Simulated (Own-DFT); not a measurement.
SiGe (diamond-structure random alloy, atoms displaced) (calculated)

All values are calculated (Own-DFT development build). A calculation, not a measurement: plane-wave PBE density functional theory by an unreviewed code, no spin, of a simulated periodic cell, stress positive in tension, free energy of the whole cell less one offset for each atom, forces on such cells moved up to 12 meV/angstrom on a denser k mesh; offsets are fitted by least squares, one for each functional and potential file, so energies compare only between cells with the same atoms and settings and are not formation energies; the far tail of each file's local potential was reset to the Coulomb form; each entry is a single point on an unrelaxed cell, so the pressure reflects the starting lattice, mostly measured values, from which strain is counted, and rises with the displacements; printed positions are rounded, which can move forces by about a meV/angstrom; the program is a retired in-house code; no spin-orbit coupling; before rounding, a Quantum ESPRESSO 7.3.1 run of the same cell and cutoff gave forces within 1 meV/angstrom rms on each cell, which checks the program and not the settings.

Entry: SiGe (diamond-structure random alloy, atoms displaced)

```
SiGe
1.0
      0.0000     5.5445     5.5445
      5.5445     0.0000     5.5445
      5.5445     5.5445     0.0000
Ge Si Ge Si Ge Si Ge
2 1 3 2 1 5 2
Direct
  0.99334 0.99743 0.98994
  0.50299 0.01684 0.00876
  0.98864 0.53222 0.00794
  0.99380 0.98834 0.50525
  0.12716 0.13362 0.12823
  0.61627 0.12255 0.13359
  0.11518 0.63403 0.12005
  0.12216 0.12236 0.64211
  0.50226 0.51018 0.49738
  0.99418 0.49744 0.52125
  0.49461 0.99925 0.51333
  0.48956 0.50153 0.00614
  0.62948 0.60796 0.64398
  0.14408 0.61841 0.62645
  0.61034 0.14422 0.62688
  0.60849 0.65129 0.09896
```

It was run with functional PBE, potential files PseudoDojo norm-conserving, scalar-relativistic, standard set, wave cutoff 42 hartree, occupations Fermi-Dirac, smearing width 0.1 eV and k mesh 5 x 5 x 5 centred on Gamma.

It finds free energy of cell above offsets -0.349 eV; pressure 3.73 GPa; stress xx -3.59 GPa; stress yy -3.57 GPa; stress zz -4.02 GPa; stress yz -1.06 GPa; stress xz -0.9 GPa; stress xy -0.64 GPa.

Force:
| element | x (eV/Å) | y (eV/Å) | z (eV/Å) |
| --- | --- | --- | --- |
| Ge | 1.724 | 1.493 | 0.31 |
| Ge | -1.399 | -2.433 | -1.347 |
| Si | -2.509 | -1.106 | -1.562 |
| Ge | 0.768 | 0.496 | 0.798 |
| Ge | 0.354 | -1.278 | -0.163 |
| Ge | 2.115 | 1.785 | 1.441 |
| Si | 1.242 | 2.314 | 0.138 |
| Si | -1.628 | -1.743 | 0.912 |
| Ge | -0.417 | -0.408 | 1.2 |
| Si | -0.842 | 0.016 | 0.721 |
| Si | -0.256 | 0.316 | -0.712 |
| Si | -0.273 | -0.538 | -0.682 |
| Si | 0.682 | -0.833 | 0.914 |
| Si | 1.15 | -0.608 | -1.501 |
| Ge | -0.921 | 0.712 | -0.51 |
| Ge | 0.21 | 1.816 | 0.043 |
